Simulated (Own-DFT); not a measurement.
# Computed records: Al3GaN4 (wurtzite random alloy, atoms displaced)

All values are calculated (Own-DFT development build). A calculation, not a measurement: plane-wave density functional theory by an unreviewed code, no spin, of a simulated periodic cell, stress positive in tension, run twice, with PBE and with PBEsol, both on files made for PBE, so the change isn't that of files made for PBEsol, forces on such cells passed a denser k mesh, this cell's mesh not checked; the far tail of each file's local potential was reset to the Coulomb form; each entry is a single point on an unrelaxed cell, so the pressure reflects the starting lattice, mostly measured values (interpolated for alloys), from which strain is counted, and rises with the displacements; printed positions are rounded, which can move forces by about a meV/angstrom; the program, named Own-DFT, is a retired in-house code; no spin-orbit coupling; stress was not checked against mesh or cutoff.

Common to all runs: functional PBE, then PBEsol; potential files PseudoDojo norm-conserving, scalar-relativistic, standard set; wave cutoff 42 hartree; occupations Fermi-Dirac; smearing width 0.1 eV; k mesh 4 x 4 x 3 centred on Gamma.

```json
{"entry": 1, "formula": "Al3GaN4", "kind": "wurtzite random alloy, atoms displaced", "structure": {"cell_angstrom": [[9.3938, 0.0, 0.0], [-4.6969, 8.1352, 0.0], [0.0, 0.0, 10.0655]], "atoms_fractional": [["Al", 0.11406, 0.22452, 0.99293], ["Al", 0.22451, 0.11276, 0.24437], ["N", 0.11661, 0.21295, 0.19253], ["N", 0.21673, 0.10171, 0.4332], ["Al", 0.12044, 0.22977, 0.50611], ["Ga", 0.20296, 0.09168, 0.75399], ["N", 0.11868, 0.22926, 0.68394], ["N", 0.23546, 0.12847, 0.93621], ["Al", 0.10626, 0.55511, 0.00395], ["Al", 0.21332, 0.42947, 0.25045], ["N", 0.11462, 0.55954, 0.19857], ["N", 0.21198, 0.43343, 0.42398], ["Al", 0.10353, 0.54779, 0.49734], ["Al", 0.2443, 0.43731, 0.74992], ["N", 0.09993, 0.54817, 0.68218], ["N", 0.24266, 0.45768, 0.95065], ["Al", 0.09817, 0.89437, 0.9996], ["Ga", 0.23235, 0.77776, 0.22385], ["N", 0.11617, 0.90234, 0.19468], ["N", 0.23966, 0.79102, 0.43578], ["Al", 0.10714, 0.86858, 0.4856], ["Al", 0.22048, 0.78578, 0.74515], ["N", 0.10299, 0.8838, 0.69105], ["N", 0.22376, 0.78436, 0.95196], ["Ga", 0.43782, 0.21452, 0.99736], ["Al", 0.55803, 0.10982, 0.26268], ["N", 0.44251, 0.21261, 0.18891], ["N", 0.55163, 0.0993, 0.43414], ["Al", 0.45355, 0.21344, 0.50004], ["Al", 0.54525, 0.10458, 0.74352], ["N", 0.43584, 0.20806, 0.6858], ["N", 0.56284, 0.11797, 0.94123], ["Ga", 0.44235, 0.54987, 0.00681], ["Al", 0.55745, 0.4363, 0.25215], ["N", 0.45363, 0.56274, 0.20011], ["N", 0.55371, 0.44063, 0.43607], ["Al", 0.42482, 0.54179, 0.49948], ["Al", 0.58302, 0.47588, 0.74324], ["N", 0.44519, 0.55352, 0.70351], ["N", 0.56925, 0.43956, 0.94911], ["Ga", 0.43516, 0.8832, 0.98651], ["Al", 0.53725, 0.76589, 0.24773], ["N", 0.44854, 0.89993, 0.19587], ["N", 0.571, 0.77832, 0.44734], ["Ga", 0.43754, 0.8892, 0.49105], ["Ga", 0.56678, 0.7697, 0.74336], ["N", 0.44763, 0.88861, 0.68648], ["N", 0.54748, 0.76888, 0.94124], ["Al", 0.76413, 0.20015, 0.99292], ["Ga", 0.88101, 0.10908, 0.25115], ["N", 0.79549, 0.24344, 0.1933], ["N", 0.87613, 0.10322, 0.44169], ["Al", 0.75889, 0.2179, 0.50117], ["Al", 0.89241, 0.11942, 0.755], ["N", 0.76761, 0.20092, 0.68594], ["N", 0.87452, 0.08673, 0.92791], ["Al", 0.77262, 0.54928, 0.01011], ["Al", 0.9114, 0.46976, 0.26649], ["N", 0.78944, 0.5602, 0.19024], ["N", 0.9052, 0.45433, 0.42742], ["Al", 0.7788, 0.55486, 0.49335], ["Al", 0.89542, 0.43891, 0.75111], ["N", 0.78213, 0.55562, 0.69106], ["N", 0.89452, 0.45317, 0.94939], ["Al", 0.76469, 0.87558, 0.0035], ["Ga", 0.88571, 0.78851, 0.24383], ["N", 0.75464, 0.86987, 0.18556], ["N", 0.89045, 0.78303, 0.44427], ["Al", 0.78426, 0.89021, 0.51071], ["Al", 0.89373, 0.78438, 0.74656], ["N", 0.79066, 0.88643, 0.69196], ["N", 0.88813, 0.7848, 0.93237]]}, "results": {"PBE_pressure [GPa]": 9.43, "PBE_stress_xx [GPa]": -11.76, "PBE_stress_yy [GPa]": -7.45, "PBE_stress_zz [GPa]": -9.07, "PBE_stress_yz [GPa]": -0.68, "PBE_stress_xz [GPa]": -1.82, "PBE_stress_xy [GPa]": -3.47, "PBEsol_pressure [GPa]": 6.3, "PBEsol_stress_xx [GPa]": -8.67, "PBEsol_stress_yy [GPa]": -4.23, "PBEsol_stress_zz [GPa]": -5.99, "PBEsol_stress_yz [GPa]": -0.68, "PBEsol_stress_xz [GPa]": -1.79, "PBEsol_stress_xy [GPa]": -3.44, "force_element": ["Al", "Al", "N", "N", "Al", "Ga", "N", "N", "Al", "Al", "N", "N", "Al", "Al", "N", "N", "Al", "Ga", "N", "N", "Al", "Al", "N", "N", "Ga", "Al", "N", "N", "Al", "Al", "N", "N", "Ga", "Al", "N", "N", "Al", "Al", "N", "N", "Ga", "Al", "N", "N", "Ga", "Ga", "N", "N", "Al", "Ga", "N", "N", "Al", "Al", "N", "N", "Al", "Al", "N", "N", "Al", "Al", "N", "N", "Al", "Ga", "N", "N", "Al", "Al", "N", "N"], "PBE_force_x [eV/angstrom]": [-0.691, 1.166, -2.088, 0.546, -0.547, 1.47, -1.038, -3.448, 1.11, 0.673, 1.564, 0.082, 2.235, -4.318, 2.354, -5.433, 1.548, -2.337, -0.157, -3.981, -0.758, 1.278, 1.222, -3.633, 2.723, 0.353, 0.381, -0.17, -3.344, 0.872, 0.186, -1.45, 4.02, -0.129, -0.735, 0.461, 1.997, -1.566, 1.78, -2.126, 2.843, 1.045, 2.529, -2.104, 4.761, -1.853, -0.838, 0.936, 2.149, 0.547, -1.493, 0.632, 3.526, 0.693, -0.806, 0.533, 1.801, -1.598, -0.782, -3.118, -0.267, -1.78, 2.406, 0.236, 0.092, 0.995, -0.467, 0.302, -0.374, 0.72, -1.318, -0.02], "PBE_force_y [eV/angstrom]": [0.017, 0.074, 1.162, 0.864, -2.906, 2.735, -0.477, -2.998, 0.27, 1.194, -1.814, 1.081, 1.829, -0.045, 0.963, -3.553, 0.206, 1.581, -1.891, -4.873, 3.099, -1.621, -1.394, -1.719, 1.608, 1.354, 1.078, 3.207, 0.08, 0.312, 1.706, -2.096, 1.354, 0.678, -3.927, -0.544, 1.861, -4.752, -0.692, 0.905, 2.081, 2.837, -0.17, -1.817, -0.875, 2.892, -0.833, 0.83, 3.246, -0.434, -1.194, 1.447, 0.0, -1.558, 2.507, 2.478, 1.253, -1.912, -0.596, -1.858, 0.763, -0.317, 0.928, -2.005, 0.001, -0.804, 2.017, -1.614, 0.339, -2.028, 1.695, -1.214], "PBE_force_z [eV/angstrom]": [1.463, 2.083, -2.308, 1.318, -2.934, -1.539, 2.044, 0.338, 0.229, -2.459, -1.948, 4.127, 0.093, 2.091, 0.798, -2.66, 0.696, 2.429, -2.318, -1.223, 0.744, 0.406, -1.614, -2.056, 1.164, -4.446, 1.148, 1.883, -0.306, 1.266, -0.003, -2.256, 1.325, -1.124, -0.322, 1.553, -0.88, 2.537, -3.507, -2.177, 1.612, 2.063, -1.261, -0.587, 2.481, 1.075, 1.059, -0.626, 2.315, 0.179, -0.697, 1.339, -0.764, -2.823, 0.462, 2.784, -0.899, -7.463, 1.391, 7.023, 0.3, 0.953, -1.721, -2.075, -1.011, 1.387, -0.231, -0.305, -1.609, 0.865, -0.133, 1.262], "PBEsol_force_x [eV/angstrom]": [-0.717, 1.178, -2.214, 0.547, -0.548, 1.467, -0.924, -3.219, 1.15, 0.668, 1.585, 0.06, 2.269, -4.339, 2.371, -5.175, 1.564, -2.274, -0.16, -3.697, -0.756, 1.299, 1.203, -3.413, 2.663, 0.369, 0.385, -0.186, -3.344, 0.877, 0.031, -1.654, 3.897, -0.125, -0.716, 0.441, 1.98, -1.607, 1.806, -2.271, 2.759, 0.999, 2.319, -2.193, 4.653, -1.827, -0.703, 0.784, 2.192, 0.539, -1.359, 0.625, 3.517, 0.72, -0.812, 0.544, 1.81, -1.603, -0.789, -3.122, -0.255, -1.801, 2.468, 0.197, 0.103, 0.972, -0.298, 0.271, -0.376, 0.72, -1.478, -0.043], "PBEsol_force_y [eV/angstrom]": [0.016, 0.084, 1.074, 0.851, -2.911, 2.692, -0.59, -2.914, 0.295, 1.205, -1.582, 1.078, 1.845, -0.041, 0.967, -3.395, 0.226, 1.551, -2.057, -4.736, 3.104, -1.623, -1.162, -1.591, 1.575, 1.361, 1.058, 2.941, 0.069, 0.306, 1.658, -2.167, 1.333, 0.685, -3.957, -0.54, 1.859, -4.759, -0.43, 0.762, 2.021, 2.861, -0.287, -1.75, -0.84, 2.815, -0.906, 0.736, 3.25, -0.409, -1.246, 1.46, 0.036, -1.559, 2.483, 2.429, 1.302, -1.887, -0.443, -1.885, 0.753, -0.346, 0.959, -2.026, 0.004, -0.794, 2.038, -1.602, 0.342, -2.051, 1.632, -1.233], "PBEsol_force_z [eV/angstrom]": [1.454, 2.083, -2.263, 1.314, -2.954, -1.51, 2.112, 0.235, 0.243, -2.501, -1.894, 4.108, 0.073, 2.12, 0.801, -2.554, 0.691, 2.396, -2.22, -1.258, 0.752, 0.429, -1.573, -1.977, 1.134, -4.463, 0.967, 1.97, -0.323, 1.288, 0.065, -2.172, 1.286, -1.156, -0.473, 1.556, -0.85, 2.551, -3.452, -2.099, 1.59, 2.079, -1.334, -0.565, 2.425, 1.059, 0.929, -0.663, 2.325, 0.21, -0.638, 1.168, -0.779, -2.847, 0.466, 2.794, -0.902, -7.493, 1.455, 7.054, 0.292, 0.956, -1.729, -2.053, -1.017, 1.365, -0.096, -0.438, -1.606, 0.871, -0.054, 1.243], "rms_change_of_force_components_from_PBE_to_PBEsol [eV/angstrom]": 0.079}}
{"entry": 2, "formula": "Al3GaN4", "kind": "wurtzite random alloy, atoms displaced", "structure": {"cell_angstrom": [[9.3938, 0.0, 0.0], [-4.6969, 8.1352, 0.0], [0.0, 0.0, 10.0655]], "atoms_fractional": [["Al", 0.10182, 0.20775, 0.01177], ["Al", 0.22854, 0.11447, 0.25861], ["N", 0.10987, 0.21567, 0.18789], ["N", 0.2325, 0.10504, 0.44782], ["Al", 0.11924, 0.2318, 0.50108], ["Al", 0.22423, 0.11958, 0.73913], ["N", 0.1227, 0.23874, 0.69012], ["N", 0.22716, 0.11058, 0.93271], ["Al", 0.12834, 0.56654, 0.00983], ["Ga", 0.20542, 0.43285, 0.25668], ["N", 0.10443, 0.54492, 0.19712], ["N", 0.21657, 0.44614, 0.43992], ["Al", 0.11575, 0.56831, 0.49173], ["Al", 0.23828, 0.45152, 0.74626], ["N", 0.10743, 0.5615, 0.69217], ["N", 0.2315, 0.46124, 0.93918], ["Al", 0.12724, 0.89416, 0.00765], ["Al", 0.2317, 0.77149, 0.25111], ["N", 0.10856, 0.88574, 0.19716], ["N", 0.2359, 0.79941, 0.43489], ["Al", 0.11336, 0.88855, 0.50954], ["Al", 0.2249, 0.7724, 0.7506], ["N", 0.10824, 0.87713, 0.69477], ["N", 0.21878, 0.79018, 0.93285], ["Al", 0.44343, 0.23792, 0.00319], ["Al", 0.53758, 0.09755, 0.25135], ["N", 0.43538, 0.21467, 0.19063], ["N", 0.54509, 0.08977, 0.44731], ["Al", 0.44162, 0.20283, 0.49897], ["Al", 0.55198, 0.11316, 0.7517], ["N", 0.44896, 0.2373, 0.69473], ["N", 0.55994, 0.12393, 0.94259], ["Al", 0.44581, 0.5498, 0.99858], ["Ga", 0.54989, 0.41801, 0.26436], ["N", 0.42815, 0.57352, 0.20065], ["N", 0.57171, 0.46039, 0.44605], ["Al", 0.4534, 0.56258, 0.50292], ["Ga", 0.57422, 0.46464, 0.74294], ["N", 0.43691, 0.56777, 0.68444], ["N", 0.57898, 0.45365, 0.9481], ["Al", 0.43775, 0.8874, 0.9985], ["Ga", 0.56139, 0.78214, 0.24365], ["N", 0.44472, 0.89468, 0.17955], ["N", 0.5517, 0.7682, 0.434], ["Ga", 0.4667, 0.90364, 0.49381], ["Ga", 0.54181, 0.77376, 0.7587], ["N", 0.43498, 0.87877, 0.68285], ["N", 0.55841, 0.78543, 0.9324], ["Al", 0.76575, 0.2302, 0.00048], ["Ga", 0.8933, 0.10581, 0.25317], ["N", 0.77034, 0.21954, 0.1792], ["N", 0.89682, 0.10544, 0.44962], ["Ga", 0.78867, 0.22576, 0.50455], ["Al", 0.89134, 0.108, 0.75954], ["N", 0.77566, 0.2118, 0.69459], ["N", 0.89498, 0.10966, 0.93577], ["Al", 0.77621, 0.57072, 0.99037], ["Al", 0.88924, 0.44106, 0.24459], ["N", 0.79083, 0.55699, 0.17041], ["N", 0.88612, 0.43716, 0.4339], ["Al", 0.77683, 0.56109, 0.50477], ["Al", 0.90984, 0.45174, 0.75965], ["N", 0.76021, 0.55436, 0.6844], ["N", 0.89178, 0.44175, 0.93138], ["Al", 0.76668, 0.88852, 0.00471], ["Al", 0.90046, 0.78387, 0.24704], ["N", 0.77455, 0.88848, 0.20355], ["N", 0.88551, 0.76559, 0.44028], ["Ga", 0.7819, 0.89057, 0.49708], ["Al", 0.89561, 0.79371, 0.74006], ["N", 0.77188, 0.88557, 0.69413], ["N", 0.89991, 0.78609, 0.94526]]}, "results": {"PBE_pressure [GPa]": 9.81, "PBE_stress_xx [GPa]": -8.68, "PBE_stress_yy [GPa]": -10.81, "PBE_stress_zz [GPa]": -9.94, "PBE_stress_yz [GPa]": 1.12, "PBE_stress_xz [GPa]": 0.78, "PBE_stress_xy [GPa]": -3.95, "PBEsol_pressure [GPa]": 6.67, "PBEsol_stress_xx [GPa]": -5.65, "PBEsol_stress_yy [GPa]": -7.57, "PBEsol_stress_zz [GPa]": -6.78, "PBEsol_stress_yz [GPa]": 1.12, "PBEsol_stress_xz [GPa]": 0.79, "PBEsol_stress_xy [GPa]": -3.98, "force_element": ["Al", "Al", "N", "N", "Al", "Al", "N", "N", "Al", "Ga", "N", "N", "Al", "Al", "N", "N", "Al", "Al", "N", "N", "Al", "Al", "N", "N", "Al", "Al", "N", "N", "Al", "Al", "N", "N", "Al", "Ga", "N", "N", "Al", "Ga", "N", "N", "Al", "Ga", "N", "N", "Ga", "Ga", "N", "N", "Al", "Ga", "N", "N", "Ga", "Al", "N", "N", "Al", "Al", "N", "N", "Al", "Al", "N", "N", "Al", "Al", "N", "N", "Ga", "Al", "N", "N"], "PBE_force_x [eV/angstrom]": [0.664, -1.256, 1.402, -2.609, 0.214, 0.656, -0.483, -0.677, -2.042, 1.788, -0.624, 1.037, -0.317, -3.37, 2.406, 0.824, -3.161, -1.567, 2.418, -0.398, -0.082, -0.97, 0.164, 2.955, 1.242, 2.064, 0.313, -0.214, 0.622, 0.285, 0.481, -1.869, -0.199, 0.17, 2.056, -1.836, -1.049, -6.433, 2.466, -5.825, 0.451, -1.643, -0.619, 0.464, 0.127, 1.11, -0.545, -0.568, 2.528, -2.031, -0.078, 0.366, -0.447, -0.317, -0.187, -1.212, 5.208, -1.659, -0.918, -0.275, 2.223, -2.785, 8.352, 0.087, 2.334, -1.674, 2.712, 1.291, -0.448, -0.376, 0.414, -1.134], "PBE_force_y [eV/angstrom]": [1.038, -1.962, -0.354, 0.942, -0.635, -0.672, -1.858, 1.038, -0.874, 0.856, 2.283, 0.119, -0.188, -0.529, -0.133, -1.711, 0.666, 0.43, 1.673, -2.449, -1.042, 0.746, 2.303, -1.918, -1.527, 1.568, -0.948, 11.01, 2.922, 0.002, -2.134, -1.937, 1.276, 4.701, -4.156, -3.245, -0.786, -3.914, -1.067, -1.905, 1.487, 0.137, -0.966, 1.385, -10.41, 1.665, 2.23, -0.912, 0.339, 1.122, -0.362, 2.156, -0.631, 0.37, 1.162, -0.126, 0.999, -0.427, 0.112, 2.036, -1.094, -1.967, 4.677, 1.409, 0.726, -2.592, -0.128, 2.287, -2.239, -2.222, 1.116, 1.036], "PBE_force_z [eV/angstrom]": [-3.557, -0.244, 1.578, -0.784, 0.786, 1.548, -0.389, 1.282, -1.482, -0.729, -1.308, 1.944, 1.011, 1.489, -1.977, -0.159, -0.415, 0.118, -0.803, 0.197, -1.263, -0.481, -1.044, 1.415, -1.465, -0.358, -0.168, -4.66, 2.221, 0.177, -1.485, -0.603, 1.387, -1.409, -3.023, 0.137, -1.187, 3.213, -0.478, -1.525, -1.328, 1.618, 0.747, 0.743, 3.433, -3.101, 1.471, 4.734, -1.173, 0.316, 2.776, -1.374, 0.474, -2.086, 0.549, 2.666, 1.141, -0.15, 3.024, 0.173, -0.492, -2.057, -1.235, 3.076, -0.537, 0.462, -2.835, -0.57, 1.061, 2.25, -0.365, -0.914], "PBEsol_force_x [eV/angstrom]": [0.665, -1.275, 1.239, -2.616, 0.233, 0.651, -0.506, -0.677, -2.049, 1.739, -0.446, 1.031, -0.313, -3.393, 2.441, 0.807, -3.166, -1.537, 2.449, -0.264, -0.103, -0.958, 0.201, 2.939, 1.237, 2.081, 0.341, -0.071, 0.643, 0.282, 0.484, -1.897, -0.171, 0.168, 1.986, -1.836, -1.046, -6.269, 2.593, -5.815, 0.461, -1.607, -0.478, 0.451, 0.122, 1.097, -0.369, -0.593, 2.563, -1.991, 0.016, 0.214, -0.426, -0.301, -0.18, -1.236, 5.239, -1.654, -0.985, -0.27, 2.248, -2.827, 8.049, 0.079, 2.324, -1.715, 2.514, 1.157, -0.459, -0.382, 0.247, -1.114], "PBEsol_force_y [eV/angstrom]": [1.062, -1.949, -0.273, 0.916, -0.647, -0.694, -1.853, 1.015, -0.856, 0.873, 2.173, 0.136, -0.181, -0.526, -0.13, -1.728, 0.683, 0.416, 1.672, -2.327, -1.031, 0.742, 2.293, -1.924, -1.517, 1.583, -0.744, 10.66, 2.961, -0.012, -1.93, -1.942, 1.284, 4.589, -4.041, -3.277, -0.817, -3.85, -0.887, -1.922, 1.479, 0.128, -1.05, 1.572, -10.2, 1.625, 2.155, -0.941, 0.332, 1.076, -0.434, 2.009, -0.63, 0.375, 1.173, -0.126, 1.003, -0.46, 0.064, 1.855, -1.118, -1.983, 4.508, 1.422, 0.729, -2.59, -0.049, 2.377, -2.179, -2.248, 1.041, 1.076], "PBEsol_force_z [eV/angstrom]": [-3.573, -0.222, 1.735, -0.771, 0.759, 1.531, -0.387, 1.256, -1.476, -0.7, -1.214, 1.742, 1.007, 1.509, -1.992, -0.167, -0.396, 0.104, -0.788, 0.252, -1.264, -0.474, -1.005, 1.385, -1.462, -0.319, -0.103, -4.493, 2.209, 0.155, -1.427, -0.588, 1.37, -1.352, -2.871, -0.04, -1.198, 3.129, -0.363, -1.651, -1.353, 1.628, 0.788, 0.653, 3.37, -3.047, 1.347, 4.458, -1.186, 0.316, 2.825, -1.403, 0.476, -2.127, 0.393, 2.677, 1.1, -0.135, 3.038, 0.249, -0.494, -2.108, -1.081, 3.125, -0.513, 0.473, -2.696, -0.529, 1.034, 2.25, -0.465, -0.913], "rms_change_of_force_components_from_PBE_to_PBEsol [eV/angstrom]": 0.08}}
```
